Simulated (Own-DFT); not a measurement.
# Which defects push the lattice out? L1_0 TiAl

Everything here is calculated. The program is Own-DFT (plane waves, in-house, since retired, never reviewed by a person); positions were held fixed, and spin and spin-orbit coupling were off.

Common settings: PBE; PseudoDojo norm-conserving scalar-relativistic files; cutoff 42 hartree; 4 x 4 x 4 k mesh centred on Gamma; cold (Marzari-Vanderbilt) smearing of 0.2 eV.

Known weak points: forces on such cells failed a check on a denser k mesh; stress not checked against mesh or cutoff.

All runs share one cell, with vectors in Å (5.622, 5.622, 0.000); (-5.622, 5.622, 0.000); (0.000, 0.000, 8.133) and a volume of 514.0 Å³. u is the rms random offset of the atoms per axis. The defect's site can differ from row to row.

| cell | formula | u (Å) | P (GPa) |
|---|---|---|---|
| no defect | Al16Ti16 | 0.0184 | 1.17 |
| no defect | Al16Ti16 | 0.0196 | 1.19 |
| no defect | Al16Ti16 | 0.0442 | 1.64 |
| two Al vacancies | Al14Ti16 | 0.0269 | -0.69 |
| two Al vacancies | Al14Ti16 | 0.0284 | ? |
| two Al vacancies | Al14Ti16 | 0.0491 | -0.27 |
| two Al vacancies | Al14Ti16 | 0.0526 | -0.12 |
| one Ti vacancy | Al16Ti15 | 0.0243 | 0.44 |
| one Ti vacancy | Al16Ti15 | 0.0272 | 0.57 |
| one Ti vacancy | Al16Ti15 | 0.0323 | 0.47 |

## Worked fit

P = P0 + c u² + a shift for each defect gives P0 = 1.09 GPa, c = 272 ± 30 GPa/Å² and a scatter of 0.06 GPa. The shifts, and each times the cell's volume:

- one Ti vacancy: -0.81 ± 0.05 GPa, -2.6 eV
- two Al vacancies: -1.98 ± 0.06 GPa, -6.4 eV (-3.2 eV for each of its 2 sites)

Against the defect-free cell, a freed cell would be larger where the shift is positive and smaller where it is negative (160.2 GPa Å³ is 1 eV). The atoms around the defects weren't relaxed, which would change these numbers.

## Prediction

The question: what pressure belongs in the blank (two Al vacancies, u = 0.0284 Å)?

The fitted form gives -0.68 ± 0.08 GPa. The calculation gave -0.74 GPa.
